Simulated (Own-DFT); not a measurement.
# Same atoms, different arrangement: As32Ga32, 64 atoms

Calculated results; nothing here was measured. They come from Own-DFT, an in-house plane-wave density functional program, since retired, whose code no person has reviewed. Each row is one single-point run on a periodic cell that was not relaxed, without spin or spin-orbit coupling.

Settings of every run: PBE; PseudoDojo norm-conserving scalar-relativistic files; cutoff 42 hartree; 3 x 3 x 3 k mesh centred on Gamma; Fermi-Dirac smearing of 0.1 eV.

Known limits, some of them of some rows only: not probed for a lower state with spin; forces on such cells failed a check on a denser k mesh; forces not confirmed at this smearing and k mesh; stress not checked against mesh or cutoff.

All cells hold the same atoms in the same cell, with vectors in Å (11.307, 0.000, 0.000); (0.000, 11.307, 0.000); (0.000, 0.000, 11.307). Every atom was moved at random from its ideal site; u is the rms move along one axis. The defect's site can differ from row to row. E is the free energy of the cell above the lowest run. The arrangements:

- A: zincblende GaAs
- B: zincblende GaAs, with one As on a Ga site and one Ga on an As site, 2.4 Å apart

| arrangement | u (Å) | E (eV) | P (GPa) |
|---|---|---|---|
| A | 0.0193 | 0.007 | 3.50 |
| A | 0.0197 | 0.000 | 3.50 |
| A | 0.0197 | 0.044 | 3.52 |
| A | 0.0474 | 1.695 | 3.85 |
| A | 0.0488 | 2.087 | 3.96 |
| A | 0.0518 | 1.847 | 3.88 |
| B | 0.0278 | 2.896 | 3.89 |
| B | 0.0290 | 2.967 | 3.88 |
| B | 0.0296 | 3.097 | 3.93 |
| B | 0.0439 | 4.110 | 4.22 |
| B | 0.0484 | 4.716 | 4.34 |
| B | 0.0494 | 4.454 | 4.25 |

Question: once the cost of the random moves is taken out, how do the arrangements rank?

## Worked answer

Fit E = a + b u², with one b for all and one a for each arrangement, and with residuals divided by u², since the noise grows with the moves. Then b = 951 eV/Å², the scatter at u = 0.04 Å is 0.13 eV, and against A:

- B: 2.56 ± 0.05 eV (higher)

These are energies of unrelaxed cells. Relaxing the atoms lowers the strained arrangements most, so the gaps would shrink and small ones could change sign.
